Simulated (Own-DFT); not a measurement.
# Computed records: AlN (wurtzite, atoms displaced)

All values are calculated (Own-DFT development build). A calculation, not a measurement: plane-wave PBE density functional theory by an unreviewed code, no spin, of a simulated periodic cell, stress positive in tension, free energy of the whole cell less one offset for each atom, forces on such cells passed a denser k mesh, this cell's mesh not checked; offsets are fitted by least squares, one for each functional and potential file, so energies compare only between cells with the same atoms and settings and are not formation energies; the far tail of each file's local potential was reset to the Coulomb form; each entry is a single point on an unrelaxed cell, so the pressure reflects the starting lattice, mostly measured values (interpolated for alloys), from which strain is counted, and rises with the displacements; printed positions are rounded, which can move forces by about a meV/angstrom; the program, named Own-DFT, is a retired in-house code; no spin-orbit coupling.

Common to all runs: functional PBE; potential files PseudoDojo norm-conserving, scalar-relativistic, standard set; wave cutoff 42 hartree; occupations Fermi-Dirac; smearing width 0.1 eV; k mesh 2 x 2 x 2 centred on Gamma.

(1) 
```xyz
128
Lattice="12.4480 0.0000 0.0000 -6.2240 10.7803 0.0000 0.0000 0.0000 9.9640" Properties=species:S:1:pos:R:3:force_x:R:1:force_y:R:1:force_z:R:1 formula=AlN free_energy_of_cell_above_offsets=-20.709 pressure=13.06 stress_xx=-10.55 stress_yy=-17.55 stress_zz=-11.07 stress_yz=0.42 stress_xz=0.22 stress_xy=-2.01
Al    -0.1277     1.9383     9.9349      1.785     -1.853      0.532
Al     1.5505     0.8359     2.3984      1.506      5.899      3.053
N      0.0406     1.7305     2.0256      1.921      3.606     -3.021
N      1.5823     0.8465     4.4859      0.452      2.168     -0.756
Al     0.0622     2.0075     4.9280     -0.049     -13.69      3.482
Al     1.5023     0.6978     7.3815      0.062      6.198      2.751
N     -0.0989     1.6212     6.9117      3.883      4.087     -1.142
N      1.5232     0.8534     9.3323     -1.037     -0.384      0.154
Al    -1.4596     4.4688     9.9394     -3.827      2.207      0.642
Al    -0.0692     3.6794     2.4063      1.638     -3.427      2.625
N     -1.6283     4.3605     2.0644      0.588      1.987      -3.02
N      0.0357     3.4501     4.4756     -0.037      14.01     -3.501
Al    -1.5081     4.5185     5.1643      0.556     -2.393     -5.872
Al    -0.0512     3.5160     7.4134      0.538      1.524      0.156
N     -1.5686     4.6329     6.7915     -0.454     -4.263      6.434
N      0.0814     3.7672     9.5093     -1.024     -3.142     -2.824
Al    -3.0129     7.2865     0.0973      1.708     -1.497     -5.264
Al    -1.6633     6.0638     2.6282      0.776      3.006     -1.138
N     -3.1080     7.2874     1.7504     -0.226     -2.553      7.055
N     -1.5485     6.1932     4.5466      0.468      2.097     -2.786
Al    -3.0814     7.1268     4.8875     -0.585      1.283      3.016
Al    -1.7746     6.2117     7.5155      3.601      3.081      0.076
N     -3.1493     7.2308     7.0311     -1.594      1.196     -2.212
N     -1.5350     6.2935     9.2922      0.401     -0.588      3.494
Al    -4.6970     9.7691     0.0646     -0.408      2.533      0.754
Al    -2.9746     8.8702     2.5532     -2.303      1.795     -0.103
N     -4.7138    10.0523     2.0122      1.154     -8.303      -2.45
N     -3.0664     8.9417     4.3564     -1.559     -0.699      1.249
Al    -4.8583     9.9413     5.0867      1.986     -0.869     -4.232
Al    -2.8940     9.1316     7.5374     -6.796     -6.067      1.722
N     -4.8529     9.9220     6.8071      2.575     -3.739      1.287
N     -3.1306     9.0248     9.3907     -2.646     -0.855     -0.983
Al     2.9889     1.8094     0.0282      0.686     -0.429     -5.351
Al     4.6196     0.7778     2.3814      0.669      0.498      0.686
N      3.2905     1.7536     1.6605     -2.178      -0.48      5.877
N      4.5725     0.8741     4.2481      1.148      0.608      2.504
Al     3.2506     1.8923     5.1144      -2.71     -1.747     -1.819
Al     4.6521     0.8997     7.3981     -0.161     -0.326      2.793
N      3.0146     1.8513     6.9649      0.961     -4.652     -1.547
N      4.7377     0.8301     9.3640     -3.572     -0.756     -1.757
Al     1.6932     4.4709     9.8268     -4.052      4.306      3.336
Al     3.1385     3.3678     2.5267     -0.434      2.825     -0.301
N      1.5142     4.1686     1.8743       2.47      3.441     -0.167
N      3.1933     3.6062     4.4858     -2.107      -0.68     -1.483
Al     1.5883     4.6625     5.0721     -0.564     -4.546      -2.69
Al     3.1754     3.4499     7.4568     -1.326       5.61      1.754
N      1.5101     4.6080     6.7799      0.795     -2.744       4.22
N      2.9904     3.5978     9.3723      5.552     -2.891     -2.639
Al     0.0468     7.2182     0.0650     -0.393      0.063     -3.136
Al     1.5449     6.3172     2.5668      1.096     -1.436     -1.144
N      0.0842     7.1691     1.8626     -1.858     -0.468      2.869
N      1.5573     6.2806     4.4986      -0.44      2.888     -2.688
Al    -0.0175     7.2985     4.9297     -0.162     -2.828      3.958
Al     1.7041     6.3229     7.4266     -5.051      0.197      0.753
N      0.0492     7.2134     7.0078      -0.59      0.792     -2.141
N      1.6562     6.4047     9.3028     -8.203     -6.524      -1.88
Al    -1.7814     9.8325     0.0812      6.072      1.985     -0.481
Al     0.0509     8.9921     2.6593     -1.052     -0.612     -3.661
N     -1.6212     9.8176     1.9048      1.747     -0.477      0.728
N      0.1237     8.9722     4.4290     -2.375      1.417      0.389
Al    -1.7144     9.9295     4.9902      2.275      -0.39      0.067
Al     0.0803     9.1831     7.5601     -4.183     -5.545      1.149
N     -1.5967     9.8511     6.9145      4.518      4.581     -3.658
N     -0.0591     8.9508     9.3343     -0.114      1.498      2.315
Al     5.9997     1.8045     0.0967      2.715     -0.632     -2.771
Al     7.8259     0.8114     2.4266     -0.138      1.643      0.144
N      6.0854     1.6841     1.8016      2.554      1.041       3.79
N      7.8260     0.8603     4.3487     -1.441     -0.101      0.939
Al     6.1503     1.8028     5.0713      1.712      0.398     -4.392
Al     7.9753     0.9345     7.3036     -4.775     -1.558      2.732
N      6.1223     1.8896     6.8582      1.096     -3.169     -0.213
N      7.8371     0.8528     9.3375     -2.059      1.296     -2.089
Al     4.6199     4.5487     0.1199     -0.306     -0.452     -4.508
Al     6.1237     3.6106     2.3716      0.762     -0.284      1.365
N      4.5288     4.5632     1.7965      0.721     -0.485      5.561
N      6.3930     3.6949     4.2910     -3.467     -1.925      1.759
Al     4.5392     4.5266     5.1152      3.465      1.992     -4.839
Al     6.0294     3.5153     7.3839      2.924      3.421      3.452
N      4.7032     4.5257     6.8044     -2.252     -0.112      3.711
N      6.0648     3.5055     9.4649      1.276       2.01       -1.2
Al     2.9637     7.0669     9.8125      9.323      4.531      4.837
Al     4.5580     6.5322     2.4070      2.746     -3.281      1.059
N      3.0873     7.1880     1.8173     -2.714      1.741      0.577
N      4.6318     6.3712     4.4806      0.499      0.109     -1.238
Al     3.0634     7.2606     4.9196      1.291     -0.073      0.894
Al     4.5366     6.3337     7.4709      1.352     -0.819      1.454
N      3.0766     7.2649     6.9122      1.231      0.387     -2.586
N      4.6568     6.2686     9.4437      0.375      0.602     -1.606
Al     1.8059     9.9749     9.8814     -4.094     -2.343      2.155
Al     3.0859     9.0891     2.5007      1.484     -0.919     -3.585
N      1.5257     9.8034     2.0027      0.011       1.46     -2.278
N      3.0527     9.1017     4.2471      4.973     -3.068      2.497
Al     1.6927     9.7046     4.9692     -4.936      4.962      1.904
Al     3.0374     8.9832     7.4952     -0.734     -0.189      0.777
N      1.3753     9.9568     6.8749      6.444      1.773     -2.622
N      2.9946     8.8086     9.3217      2.431      2.511     -0.368
Al     9.1736     1.8697     9.7835      2.779     -1.322      3.033
Al    11.0387     0.9917     2.4165     -4.549     -2.122      2.159
N      9.4711     1.7738     1.7592     -1.996      0.776      1.254
N     10.9204     0.9428     4.4806      0.151     -0.098     -0.578
Al     9.2699     1.8002     4.9799      1.395      0.675     -2.563
Al    10.9814     0.7536     7.3477     -3.909     -0.123      1.747
N      9.3307     1.8116     6.7559      2.327      0.524       1.67
N     10.8399     0.8992     9.3141     -0.019      4.539      -2.45
Al     7.7203     4.5346     0.0638      0.506     -0.595      0.473
Al     9.3900     3.5216     2.6427      -2.31      -1.52     -0.809
N      7.8451     4.4656     2.1763     -1.355      0.727      -3.25
N      9.4431     3.6546     4.4689     -1.521     -0.425      1.431
Al     7.7329     4.6395     5.0535       1.26     -1.974     -0.072
Al     9.1978     3.5397     7.4005      1.843      1.589      1.211
N      7.7804     4.6509     7.1130      -1.44     -8.825     -4.442
N      9.2334     3.5653     9.4060      1.479      2.215     -1.762
Al     6.3990     7.3771     9.8510     -0.638     -10.64      1.326
Al     7.6091     6.3182     2.4766      1.928     -0.869      0.069
N      6.2269     7.2806     1.7620     -0.362     -0.741      2.039
N      7.7471     6.3351     4.4729      0.707      1.229     -1.647
Al     6.3188     7.3305     4.9920       -2.3     -5.894      3.239
Al     7.7331     6.1751     7.5637      0.425      8.922      2.404
N      6.1023     7.1025     7.0309      2.668      2.172      -1.13
N      8.0697     6.3124     9.4986     -4.719     -0.586     -1.169
Al     4.7681    10.1201     9.8833     -1.361     -5.893      3.088
Al     6.3375     8.9426     2.5771     -1.536      1.916     -3.638
N      4.5789    10.0684     1.8308      1.053     -2.437      0.699
N      6.2016     8.8439     4.3216     -0.515      5.718      1.527
Al     4.6719     9.9412     4.9568      -0.28     -0.766     -0.535
Al     6.2236     9.0403     7.4344      0.362     -4.631      2.704
N      4.6806     9.6802     7.0355     -2.379      3.018     -2.904
N      6.1415     8.9091     9.6529      0.323      9.443     -4.469
```

Units: free_energy_of_cell_above_offsets in eV; pressure, stress_xx, stress_yy, stress_zz, stress_yz, stress_xz, stress_xy in GPa; force_x, force_y, force_z in eV/Å.

(2) 
```xyz
128
Lattice="12.4480 0.0000 0.0000 -6.2240 10.7803 0.0000 0.0000 0.0000 9.9640" Properties=species:S:1:pos:R:3 formula=AlN
Al     0.1935     1.8811     0.0449
Al     1.6200     0.9656     2.4548
N     -0.0375     1.9055     2.0206
N      1.7970     0.6673     4.4230
Al     0.1444     1.8546     5.0039
Al     1.5361     0.7273     7.3991
N     -0.0486     1.7757     6.9757
N      1.6348     0.6674     9.1309
Al    -1.5642     4.6932     0.1039
Al     0.1533     3.7635     2.5981
N     -1.7333     4.6086     1.9328
N     -0.0460     3.6720     4.6629
Al    -1.6553     4.4435     5.0457
Al     0.1099     3.5051     7.4563
N     -1.4326     4.2801     6.8794
N      0.0374     3.6019     9.5554
Al    -2.9868     7.4010     0.0922
Al    -1.6048     6.2911     2.2777
N     -3.0052     7.0539     1.8737
N     -1.6404     6.3107     4.3095
Al    -2.9816     7.1661     5.0463
Al    -1.4509     6.2706     7.5224
N     -3.0657     7.1813     6.8650
N     -1.5407     6.1738     9.2549
Al    -4.7228     9.6904     0.0040
Al    -3.1145     8.9405     2.5169
N     -4.8235     9.8508     1.7660
N     -2.9831     9.1216     4.3088
Al    -4.7129     9.9761     4.9141
Al    -3.0310     9.0692     7.5323
N     -4.5931     9.9365     6.7526
N     -3.0254     8.7747     9.3372
Al     3.1618     1.7157     9.9521
Al     4.6616     0.7565     2.3919
N      3.2138     1.6995     1.9222
N      4.7020     0.9246     4.4585
Al     3.1425     1.9047     5.0681
Al     4.6010     0.8361     7.1911
N      3.0330     1.7431     6.8276
N      4.5705     0.9835     9.3019
Al     1.4150     4.4731     0.0926
Al     3.1056     3.6806     2.5917
N      1.7808     4.4533     2.1597
N      3.2152     3.7281     4.4568
Al     1.6383     4.3303     5.0247
Al     3.1134     3.5452     7.4271
N      1.5139     4.4767     6.8154
N      3.0827     3.5671     9.2597
Al     0.0040     7.1969     0.1111
Al     1.4879     6.2806     2.5007
N     -0.0414     7.0816     2.1045
N      1.2765     6.0272     4.3855
Al     0.1483     7.2911     5.0084
Al     1.4529     6.2833     7.5818
N     -0.1015     6.9935     6.9094
N      1.5444     6.3439     9.3425
Al    -1.4467     9.9149     9.9509
Al     0.0378     9.1023     2.6158
N     -1.5880     9.7697     1.9628
N      0.1868     9.2784     4.5131
Al    -1.7299     9.8130     5.0333
Al     0.0581     8.9423     7.5044
N     -1.6241     9.9514     6.8435
N      0.0465     9.0739     9.3857
Al     6.3706     1.7047     0.0197
Al     7.7620     0.9674     2.4736
N      6.1396     1.7100     1.9319
N      7.6308     0.8148     4.3281
Al     6.0888     1.7640     5.0131
Al     7.7478     0.8752     7.5016
N      6.1157     1.8036     6.8288
N      7.8265     1.0276     9.0995
Al     4.6722     4.6413     0.2210
Al     6.2750     3.6338     2.4729
N      4.6754     4.6666     1.9554
N      6.4025     3.4195     4.3330
Al     4.7758     4.5582     4.9915
Al     6.2311     3.6597     7.4919
N      4.5822     4.5702     6.9435
N      6.1649     3.5313     9.3505
Al     3.1066     7.1520     0.0162
Al     4.6669     6.1624     2.3654
N      3.0447     7.1605     1.8342
N      4.7990     6.3844     4.3730
Al     3.1524     7.1556     4.8035
Al     4.5833     6.2289     7.4258
N      3.1101     7.1937     6.6641
N      4.5397     6.3571     9.3988
Al     1.5107     9.9197     0.0950
Al     3.1060     8.8125     2.3355
N      1.5240     9.9014     1.9035
N      2.9798     9.0629     4.4742
Al     1.5763     9.8029     5.0058
Al     3.0524     9.1070     7.6133
N      1.6235     9.8490     7.1056
N      3.1573     8.9390     9.3955
Al     9.4452     1.9817     9.8253
Al    10.9135     0.9582     2.5742
N      9.5961     1.7109     1.9288
N     10.7906     0.6839     4.5050
Al     9.3657     1.8272     4.9771
Al    10.6921     0.9505     7.6465
N      9.3863     1.7739     6.8900
N     11.0476     0.8745     9.3371
Al     7.8482     4.5019     9.9230
Al     9.2086     3.4892     2.4438
N      7.7291     4.4695     2.0304
N      9.2944     3.5896     4.5480
Al     7.7219     4.6162     5.1672
Al     9.3173     3.4939     7.4534
N      7.8858     4.5688     6.8982
N      9.3211     3.5891     9.3442
Al     6.2149     7.0231     0.0694
Al     7.9065     6.2911     2.5150
N      6.3679     7.2620     1.8795
N      7.8462     6.3068     4.4664
Al     6.2704     7.1133     4.9044
Al     7.7512     6.1547     7.2592
N      6.2894     7.0590     6.8844
N      7.7281     6.3585     9.5832
Al     4.5990     9.7317     0.0589
Al     6.3699     9.1442     2.4545
N      4.6785     9.9816     1.7849
N      6.2991     9.1265     4.3766
Al     4.7743     9.7348     5.0480
Al     6.1977     9.0321     7.7165
N      4.6170     9.7610     6.7294
N      6.1714     8.8959     9.4903
```

Question: Estimate the pressure of AlN (wurtzite, atoms displaced) (entry 2).
Answer: 12.54 GPa

Further results for AlN (wurtzite, atoms displaced) (entry 2):

| Quantity | Value |
| --- | --- |
| free energy of cell above offsets | -20.077 eV |
| stress xx | -13.04 GPa |
| stress yy | -12.49 GPa |
| stress zz | -12.09 GPa |
| stress yz | 0.9 GPa |
| stress xz | -0.54 GPa |
| stress xy | 0.05 GPa |

Force:
```csv
element,x (eV/Å),y (eV/Å),z (eV/Å)
Al,-1.544,-3.284,-0.559
Al,-0.928,-1.36,0.996
N,2.763,0.286,-0.422
N,-0.721,11.29,-3.795
Al,-2.316,-2.272,1.079
Al,-1.071,4.203,-0.827
N,0.983,-1.645,-1.075
N,-0.053,1.157,5.769
Al,-0.322,-5.697,-0.336
Al,-3.38,-1.677,1.251
N,1.827,-3.482,-0.536
N,1.58,-2.219,-4.027
Al,1.14,2.182,-0.053
Al,-0.958,0.369,0.57
N,-2.58,2.347,1.688
N,-2.667,0.531,-1.52
Al,-1.772,-11.23,1.55
Al,2.501,-0.897,6.314
N,-4.106,4.975,-0.718
N,2.308,-0.726,0.089
Al,-1.379,1.273,-0.579
Al,-5.471,-3.316,-1.974
N,0.143,0.108,1.319
N,0.591,4.879,3.302
Al,1.175,1.689,-1.821
Al,-0.782,-0.35,-0.486
N,8.277,3.955,-0.216
N,-6.316,-4.846,-1.541
Al,1.049,-7.537,3.241
Al,-2.268,-2.141,-1.532
N,-0.496,-4.402,1.382
N,-0.082,10.38,-2.456
Al,-2.378,1.734,-0.568
Al,0.266,0.957,3.015
N,-1.685,2.409,-0.748
N,-3.439,-1.56,-1.416
Al,0.895,-2.066,-2.629
Al,0.181,3.611,3.163
N,0.184,1.209,0.934
N,4.395,-3.346,-0.398
Al,5.174,1.132,-0.585
Al,6.831,-4.8,1.067
N,-7.046,3.842,-4.85
N,0.486,-2.052,-0.715
Al,-2.181,2.905,0.61
Al,-0.964,0.292,0.516
N,1.774,0.069,2.515
N,-0.499,0.601,3.59
Al,0.04,0.348,-0.904
Al,1.408,-0.713,2.094
N,0.989,3.07,-3.442
N,3.66,2.6,-1.297
Al,-2.736,-1.188,-0.276
Al,2.356,-1.001,-4.044
N,4.675,5.391,-1.624
N,-0.804,-0.739,3.227
Al,-2.424,0.983,-0.041
Al,-0.468,-1.261,0.629
N,1.104,0.166,-1.964
N,-10.23,-6.712,-2.653
Al,6.822,4.483,0.983
Al,-1.014,0.058,-0.762
N,2.131,-4.011,0.682
N,-0.44,-2.128,0.259
Al,-3.104,1.801,-1.203
Al,1.361,-1.232,1.628
N,1.879,1.552,-1.759
N,1.993,1.479,1.311
Al,3.979,-0.223,-0.761
Al,-0.696,0.418,-7.599
N,1.681,0.828,1.308
N,1.023,-0.664,9.962
Al,-0.694,-2.955,-6.037
Al,-1.979,-2.024,1.053
N,0.128,-10.51,-0.279
N,-2.096,3.888,1.181
Al,0.515,-0.298,0.446
Al,-1.157,-1.181,0.043
N,2.029,-3.148,-2.039
N,1.073,1.51,1.801
Al,-1.627,1.08,-1.047
Al,1.422,11.86,4.336
N,0.281,-2.718,0.982
N,-2.805,-2.454,-2.255
Al,-1.413,0.75,1.695
Al,0.26,3.797,0.475
N,-1.204,-0.402,3.198
N,2.596,-1.82,-0.181
Al,2.045,0.541,-2.131
Al,0.773,5.63,2.832
N,0.598,-0.139,-0.407
N,4.849,-4.325,-3.714
Al,5.159,6.548,3.957
Al,4.006,-3.525,-2.672
N,-3.785,1.341,-2.822
N,-2.536,-0.121,1.333
Al,0.915,-5.696,2.42
Al,3.151,-3.852,2.295
N,-7.634,3.838,-3.078
N,1.811,3.367,-1.76
Al,-1.054,-2.317,0.057
Al,4.85,-2.234,-3.742
N,-3.689,0.295,-0.638
N,-1.252,0.363,3.014
Al,-1.949,0.953,0.688
Al,2.197,0.769,2.163
N,1.653,0.665,-2.611
N,-0.955,0.198,-1.935
Al,1.339,-3.008,-4.802
Al,2.058,1.721,-0.468
N,-1.167,-6.204,1.316
N,0.737,3.748,-0.29
Al,-1.379,2.719,-0.46
Al,-1.532,-0.404,0.083
N,-1.557,-1.004,1.939
N,0.136,0.288,-1.045
Al,1.728,3.642,1.773
Al,2.006,7.29,4.141
N,-2.381,1.498,-0.381
N,3.562,-2.318,-2.391
Al,2.298,2.995,-1.102
Al,-7.891,-4.385,2.827
N,-0.216,-1.748,3.323
N,-0.186,-3.38,-1.731
Al,-2.494,1.113,-2.817
Al,-0.153,-0.944,-4.692
N,0.476,0.744,7.218
N,-0.173,-0.823,-0.393
```
